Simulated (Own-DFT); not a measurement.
# Computed records: SiC (4H silicon carbide, strained, atoms displaced)

Computed with Own-DFT development build. A calculation, not a measurement: plane-wave PBE density functional theory by an unreviewed code, no spin, of a simulated periodic cell, stress positive in tension, free energy of the whole cell less one offset for each atom, forces on such cells passed a denser k mesh, this cell's mesh not checked; offsets are fitted by least squares, one for each functional and potential file, so energies compare only between cells with the same atoms and settings and are not formation energies; the far tail of each file's local potential was reset to the Coulomb form; each entry is a single point on an unrelaxed cell, so the pressure reflects the starting lattice, mostly measured values (interpolated for alloys), from which strain is counted, and rises with the displacements; printed positions are rounded, which can move forces by about a meV/angstrom; the program, named Own-DFT, is a retired in-house code; no spin-orbit coupling; before rounding, a Quantum ESPRESSO 7.3.1 run of the same cell and cutoff gave forces within 1 meV/angstrom rms on each cell, which checks the program and not the settings.

Settings shared by all entries: functional PBE; potential files PseudoDojo norm-conserving, scalar-relativistic, standard set; wave cutoff 42 hartree; occupations Fermi-Dirac; smearing width 0.1 eV; k mesh 4 x 4 x 3 centred on Gamma.

(1) 
```xyz
72
Lattice="9.2340 0.0636 0.1261 -4.5619 7.9642 -0.0550 0.1373 0.0101 10.0782" Properties=species:S:1:pos:R:3:force_x:R:1:force_y:R:1:force_z:R:1 formula=SiC free_energy_of_cell_above_offsets=-5.907 pressure=5.87 stress_xx=-4.9 stress_yy=-7.66 stress_zz=-5.03 stress_yz=1.32 stress_xz=5.68 stress_xy=2.72
Si     0.1349     0.0342     4.0578     -2.091     -0.969      1.271
Si     0.0579     1.7805     1.6074      -0.97      0.308     -0.575
C      9.1453     0.1023     1.0597      2.469     -0.018      0.554
C      0.0061     1.7817     3.4725       2.06     -0.005      0.267
Si     7.7582     2.7293     4.1814     -0.652     -1.495      1.095
Si    -1.3789     4.4518     1.5190     -4.033     -0.877       2.16
C     -1.4976     2.6796     0.8966     -0.153     -0.336      2.239
C     -1.5257     4.3340     3.5166      1.421       2.95     -1.878
Si     6.1828     5.3235     4.2297      2.133      1.002       0.95
Si    -2.9954     7.1542     1.5648     -0.303     -0.898     -0.451
C     -3.0080     5.3855     0.9291      0.762     -1.383     -0.997
C     -2.9786     7.0394     3.4697      0.915      1.048     -0.308
Si     3.1236     0.1340     4.1912     -0.256     -5.472      0.451
Si     3.0995     1.7546     1.6785       0.43     -0.077      -1.21
C     -1.4550     7.9651     0.8345      0.113      0.507      1.809
C      3.1829     1.6937     3.5651     -0.655      5.354     -1.026
Si     1.6323     2.6718     4.2370      -0.52     -0.949     -3.448
Si     1.6198     4.4144     1.5788     -0.004      0.827      0.375
C      1.5877     2.6903     0.9937          0     -1.063     -0.546
C      1.6199     4.3471     3.4632      0.391      1.504      0.433
Si     0.1459     5.3305     4.0936     -2.099     -0.268     -0.415
Si     0.1693     7.1302     1.5767     -4.128     -1.749      1.713
C      0.0492     5.2683     0.9934      2.763      2.179     -1.489
C      0.0359     7.1470     3.5865       2.25     -0.661     -2.096
Si     6.3443     0.0754     4.1166     -3.443     -1.501       1.97
Si     6.1189     1.8649     1.6813      2.063     -1.382      0.326
C      1.5862     7.9141     0.9779      1.715      2.785     -0.527
C      6.2007     1.7705     3.6368       0.49      2.285     -2.288
Si     4.7317     2.7391     4.2228     -0.694     -1.201     -0.871
Si     4.7671     4.4571     1.6697     -1.086       0.72      -0.21
C      4.6502     2.6596     1.0065     -1.079      1.053     -0.143
C      4.7236     4.4895     3.6082     -1.641     -0.799     -1.623
Si     3.1023     5.3608     4.0837      1.157     -0.241      1.598
Si     3.1338     7.0924     1.5388      0.239      1.332      2.253
C      3.1201     5.4124     0.9935      0.687     -2.964     -0.668
C      3.1681     7.1155     3.5098      1.996     -0.314     -1.739
Si    -4.3310     7.9592     9.1134     -2.764     -0.063      -0.57
Si     4.7732     6.3008     6.6590     -0.215     -0.644      1.213
C      9.2731     0.0835     6.1615      2.628      0.405     -1.885
C      4.8311     6.2903     8.5788      -0.16     -0.984     -0.017
Si     6.3498     5.2814     9.1372      0.089      2.612       1.16
Si     6.2894     3.5294     6.6892     -0.722      1.126      0.315
C      6.2637     5.3428     6.1791      0.963      0.566     -1.562
C      6.3061     3.5624     8.5537     -0.309     -1.076      0.978
Si    -1.3597     2.6754     9.2050     -1.285     -1.336     -2.847
Si     7.8317     0.9726     6.7088     -2.252     -0.953      1.001
C      7.7481     2.6710     6.0605      1.961      0.837      0.079
C      7.8267     0.9259     8.6340      0.508      0.612      0.272
Si     6.3089     0.0567     9.2635     -1.024      -0.24     -1.899
Si     1.6332     6.1982     6.6438       0.86      0.597      -2.17
C      1.7231     7.9440     5.9299     -0.895      1.128      1.612
C      1.6632     6.2375     8.4247      1.216      0.199       3.28
Si     3.2883     5.3541     9.1567     -0.655       1.21     -0.274
Si     3.1418     3.5545     6.6286      1.932      1.974       0.67
C      3.2660     5.3974     6.0746      -1.92     -1.351     -1.331
C      3.1726     3.6055     8.5498      0.121     -0.416     -0.332
Si     4.6847     2.6928     9.1468      0.974     -0.081      0.641
Si     4.6441     0.8952     6.6606       2.14       0.05     -0.219
C      4.7112     2.7056     6.0371     -0.487     -0.664      1.197
C      4.6123     0.9152     8.5812      3.477      1.134     -1.063
Si     3.2048     0.0311     9.1014     -1.717     -0.346      1.502
Si    -1.3312     6.2604     6.5998     -2.183     -1.606     -0.111
C     -1.4380     7.9727     5.9806      0.226      1.032     -0.044
C     -1.2871     6.2790     8.4507     -1.143     -1.815      0.496
Si     0.1996     5.3642     9.1288     -0.559     -0.292      0.193
Si     0.1649     3.6043     6.6230     -2.801     -1.343     -0.022
C      0.0354     5.2642     5.9460      2.318      1.328      0.209
C      0.0896     3.5544     8.4810      1.039      0.834      0.747
Si     1.6349     2.7375     9.1587      0.406     -1.195      0.185
Si     1.6557     0.9209     6.6656     -1.625     -0.371     -0.385
C      1.6371     2.7417     6.0005      0.233     -1.516      1.463
C      1.6290     0.8999     8.5068      1.381      1.421      0.561
```

Units: free_energy_of_cell_above_offsets in eV; pressure, stress_xx, stress_yy, stress_zz, stress_yz, stress_xz, stress_xy in GPa; force_x, force_y, force_z in eV/Å.

(2) 
```xyz
72
Lattice="9.4105 0.0233 0.0550 -4.6850 7.8849 0.0819 0.0599 0.1376 9.9989" Properties=species:S:1:pos:R:3:force_x:R:1:force_y:R:1:force_z:R:1 formula=SiC free_energy_of_cell_above_offsets=-6.278 pressure=5.97 stress_xx=3.55 stress_yy=-10.81 stress_zz=-10.64 stress_yz=4.76 stress_xz=2.81 stress_xy=1.07
Si     4.7384     7.9585     4.1435      0.005     -2.367      0.933
Si     0.0870     1.7994     1.5275      -3.73     -1.909      1.226
C      4.7456     7.8854     0.9763      0.533      1.075      2.827
C      0.0139     1.7446     3.4969      0.274       1.39     -1.763
Si    -1.4836     2.6281     4.0669     -2.202      -0.48       1.25
Si    -1.5840     4.4128     1.6747     -0.014      0.252     -0.498
C     -1.5768     2.7035     0.9939      0.607     -1.319     -0.742
C     -1.5604     4.3461     3.5383      0.735      2.152     -0.067
Si    -3.0771     5.3137     4.1690     -0.369     -0.496     -1.681
Si    -3.0614     7.0279     1.6730     -0.706      0.263     -2.355
C      6.2565     5.3171     1.0711      1.611      -0.31     -0.837
C     -3.0915     7.0274     3.4364       0.46      1.469      2.806
Si     3.2130     0.1515     4.0727     -1.594     -3.083      0.793
Si     3.1117     1.6766     1.5649      0.493      2.591      1.186
C      3.2148     0.0527     0.8621      -1.95     -1.992      0.907
C      3.1396     1.7704     3.4930     -0.236      2.966     -1.117
Si     1.4955     2.6583     4.0689      2.449     -0.106      0.809
Si     1.5916     4.3389     1.6255      0.239      0.137     -0.745
C      1.5383     2.5294     0.9546      2.032      2.002      -0.45
C      1.6637     4.3576     3.4249     -1.739       1.45      2.117
Si    -0.0045     5.3565     4.1208      0.574     -1.007     -0.278
Si    -0.0105     7.0745     1.5825      1.902     -0.947      1.515
C      0.0269     5.2270     1.0845     -0.391      0.772      -0.77
C     -0.0434     7.1073     3.5152      1.551     -0.275     -0.312
Si     6.2686     0.0913     4.1640     -0.192     -0.298     -2.089
Si     6.2855     1.7717     1.5783     -0.464      0.392      0.369
C      1.6174     7.8995     1.0713      0.117     -0.253     -0.883
C      6.2998     1.8038     3.4357      0.425      0.309      1.234
Si     4.7751     2.6782     4.1322     -0.381      1.388      -0.62
Si     4.7677     4.4161     1.6009     -1.755     -0.197      1.936
C      4.6392     2.6287     1.0466      1.458      0.027     -0.887
C      4.7803     4.5545     3.5483      -0.98     -1.686     -0.265
Si     3.1053     5.3318     4.1697      1.679     -0.802     -1.265
Si     3.2193     7.0869     1.7168     -1.258      -1.63     -2.564
C      3.1200     5.1701     1.0187      0.832      1.722      0.427
C      3.1182     7.0705     3.4898      0.381      0.722      2.846
Si     0.0819     0.1553     9.0529     -1.686     -0.827     -1.256
Si     4.7590     6.2385     6.5777     -0.402      -0.98      2.586
C      4.7803     7.9406     6.0736     -0.273      2.273     -1.168
C      4.7837     6.3323     8.5949     -0.285     -2.231     -1.308
Si     6.3366     5.4117     9.1734     -0.344      0.487      0.105
Si     6.3930     3.6982     6.7561     -1.157     -1.397     -2.826
C     -3.0977     5.3940     5.9704      1.205     -0.335      1.252
C      6.3619     3.6369     8.5447     -1.282      0.593      1.299
Si    -1.5191     2.8152     9.0922     -0.369     -1.881      0.309
Si     7.9376     0.9675     6.7256     -0.962      0.227     -3.976
C      7.8674     2.7383     6.0567      1.333      0.053     -0.668
C      7.8384     0.9526     8.4429      1.501      1.546      3.705
Si     6.3447     0.1405     9.0879     -0.434     -0.788      0.469
Si     1.6145     6.2087     6.6651      0.755      0.718     -0.768
C      6.2127     0.1404     5.9846      3.964     -2.046      -0.08
C      1.6854     6.2523     8.4684     -0.809     -0.444      2.428
Si     3.2146     5.3024     9.1771      0.233      2.822     -0.506
Si     3.1703     3.5371     6.5986      1.616      1.067      0.898
C      3.1859     5.3209     6.0157     -0.514      0.665      0.161
C      3.1738     3.6385     8.5427     -0.497     -2.129     -1.284
Si     4.7468     2.7665     9.1388     -0.091      0.337      0.318
Si     4.8249     0.9389     6.6275     -2.872      2.246      0.764
C      4.7964     2.7332     6.0057     -0.082          0      0.671
C      4.7916     1.0416     8.5280      -0.84     -1.483     -0.789
Si    -1.5311     7.9854     9.1462      0.463      0.909     -1.817
Si    -1.4978     6.2575     6.6160     -0.449     -0.209      0.316
C      3.2073     0.1146     5.9431     -0.311      0.698       0.44
C     -1.5231     6.2318     8.4954      0.915        0.1      0.712
Si     0.1112     5.3886     9.2042     -0.633     -0.156     -1.539
Si     0.1035     3.6434     6.5230     -1.968     -1.024      1.757
C      0.0803     5.3887     6.0505     -0.656      0.081     -1.621
C     -0.0207     3.5929     8.4588      1.521      1.296     -0.037
Si     1.4989     2.7276     9.0815      1.773      0.429     -0.352
Si     1.6101     1.0197     6.5534      0.069     -1.486     -0.365
C      1.6225     2.7845     6.0054     -0.482     -1.199     -1.642
C      1.5457     0.9984     8.3949      1.655      0.146      0.821
```

Units: free_energy_of_cell_above_offsets in eV; pressure, stress_xx, stress_yy, stress_zz, stress_yz, stress_xz, stress_xy in GPa; force_x, force_y, force_z in eV/Å.

(3) 
```xyz
72
Lattice="9.1374 -0.0554 -0.1070 -4.6167 8.1668 -0.1056 -0.1165 -0.2000 9.8675" Properties=species:S:1:pos:R:3:force_x:R:1:force_y:R:1:force_z:R:1 formula=SiC free_energy_of_cell_above_offsets=-2.082 pressure=10 stress_xx=-11.79 stress_yy=1.05 stress_zz=-19.25 stress_yz=-5.68 stress_xz=-3.5 stress_xy=-4.64
Si    -0.0373    -0.0424     4.0599     -0.876     -0.006      -4.13
Si    -0.0145     1.8794     1.4778     -2.663     -2.723      1.487
C      9.1016    -0.0635     0.8203     -0.244      0.832      0.023
C     -0.0619     1.8445     3.4021      0.751     -1.992     -1.515
Si    -1.5982     2.6731     3.8474      0.307      0.422       3.23
Si    -1.5185     4.4984     1.4774     -1.044      0.948      0.385
C      7.5019     2.6776     0.7450      2.046      0.117      0.354
C     -1.5936     4.4434     3.3709     -0.315      0.778     -1.138
Si     5.9807     5.3083     3.8567      0.864     -0.523     -0.649
Si    -3.2117     7.2303     1.4426      2.433     -0.214      1.148
C     -3.0719     5.4263     0.8570     -0.475      0.293      0.723
C     -3.0723     7.1593     3.4207     -2.968     -0.064     -2.567
Si     2.9934    -0.0908     3.9637      1.487     -0.043     -0.131
Si     3.0623     1.7356     1.4814     -1.118     -0.368     -0.584
C     -1.5490     8.0998     0.8735     -2.074      1.338     -2.377
C      3.0054     1.7285     3.2913     -1.164     -1.008      0.797
Si     1.4865     2.6764     3.9154     -0.199     -0.488      0.199
Si     1.4989     4.4048     1.3312     -0.938      1.992      2.741
C      1.4545     2.6132     0.8896      2.686      1.463     -1.652
C      1.4851     4.4012     3.3089     -1.062      0.757     -1.498
Si    -0.0557     5.3738     3.9374      -0.06     -0.868      -1.27
Si    -0.0860     7.3050     1.4352      0.902     -2.805     -0.581
C     -0.0623     5.4811     0.8445      0.752     -1.582     -0.209
C     -0.0944     7.0966     3.1905     -0.527      1.431      2.921
Si     5.9472    -0.0252     3.9629      1.509     -2.315     -1.469
Si     6.0759     1.7823     1.4098     -1.087     -2.123     -0.077
C      1.4634     7.9652     0.8490      0.628       3.35     -2.593
C      6.1204     1.6459     3.2353     -2.702      1.508      0.932
Si     4.4071     2.6554     3.9057      2.331     -1.314      -1.48
Si     4.4883     4.5083     1.3396      1.787     -1.178      2.438
C      4.4749     2.7071     0.7897      0.995     -0.349      1.115
C      4.4613     4.3467     3.3641      0.264      2.595     -2.843
Si     2.9318     5.3325     3.8702       0.53      0.602       0.31
Si     3.0058     7.1011     1.3966      -0.71       2.45      0.129
C      3.0294     5.3994     0.8288     -0.953     -1.411     -0.963
C      2.8683     7.1617     3.2048      1.655     -0.356       1.47
Si    -0.0224    -0.0997     8.9190     -2.231     -2.453      0.525
Si     4.4891     6.0874     6.1676     -0.801      1.843      2.778
C      4.4337     7.9420     5.5469     -0.936     -0.026      4.797
C      4.4067     6.1095     8.1458      1.329      1.252      -0.32
Si    -3.1702     5.3264     8.8884     -0.478      0.239     -0.616
Si     5.9445     3.4465     6.3510      0.314      0.402     -1.185
C     -3.1383     5.3449     5.7824      0.291     -1.589      0.354
C      6.0114     3.5197     8.2000     -1.104     -1.788      0.282
Si     7.4786     2.4998     8.7831     -0.032      -0.33     -0.943
Si     7.5403     0.7218     6.4850     -0.479      0.071     -3.348
C     -1.5556     2.7319     5.8881     -4.919     -4.015      -2.07
C      7.3740     0.5643     8.2552      4.656      3.589      0.238
Si     1.3934     7.9094     8.7717     -2.791     -1.179      2.437
Si     1.4130     6.2330     6.3113      0.598     -2.896      1.161
C      1.3839     7.8650     5.6570      0.158      4.177      0.464
C      1.4210     6.1929     8.2091     -0.468     -2.173     -0.057
Si     2.9577     5.2066     8.8683      -0.75      2.081     -2.017
Si     2.7976     3.4138     6.4730      1.762      1.245     -4.318
C      2.9651     5.2920     5.7420     -1.929     -1.309      -0.33
C      2.9516     3.4816     8.2089      0.346     -0.715      2.654
Si     4.4660     2.5769     8.8724      0.631     -1.181     -2.166
Si     4.4687     0.6571     6.3895      0.748      1.477     -0.386
C      4.3817     2.5650     5.6384      0.672      -0.93      4.785
C      4.4634     0.6576     8.2407      1.525       2.12      0.455
Si    -1.5694     7.9459     8.7500     -2.213     -0.259      1.803
Si    -1.6708     6.1951     6.4391      1.405     -0.138     -2.806
C     -1.6120     7.9625     5.6966     -1.662      0.314      0.809
C     -1.6691     6.1800     8.1965      0.865     -0.231      2.235
Si    -0.1154     5.1984     8.8725     -0.168       1.25     -1.146
Si    -0.1378     3.5345     6.2977      2.176      0.467      2.782
C     -0.0791     5.2250     5.7499       -0.5      3.002      0.555
C     -0.1353     3.4416     8.2182      1.284     -0.313      0.938
Si     1.5121     2.5949     8.9039     -2.678     -1.618     -1.108
Si     1.3528     0.6905     6.4525      1.938       1.38     -1.218
C      1.3060     2.6178     5.7485      1.927     -1.955      0.974
C      1.4573     0.7249     8.2907      0.768      1.041      0.334
```

Units: free_energy_of_cell_above_offsets in eV; pressure, stress_xx, stress_yy, stress_zz, stress_yz, stress_xz, stress_xy in GPa; force_x, force_y, force_z in eV/Å.
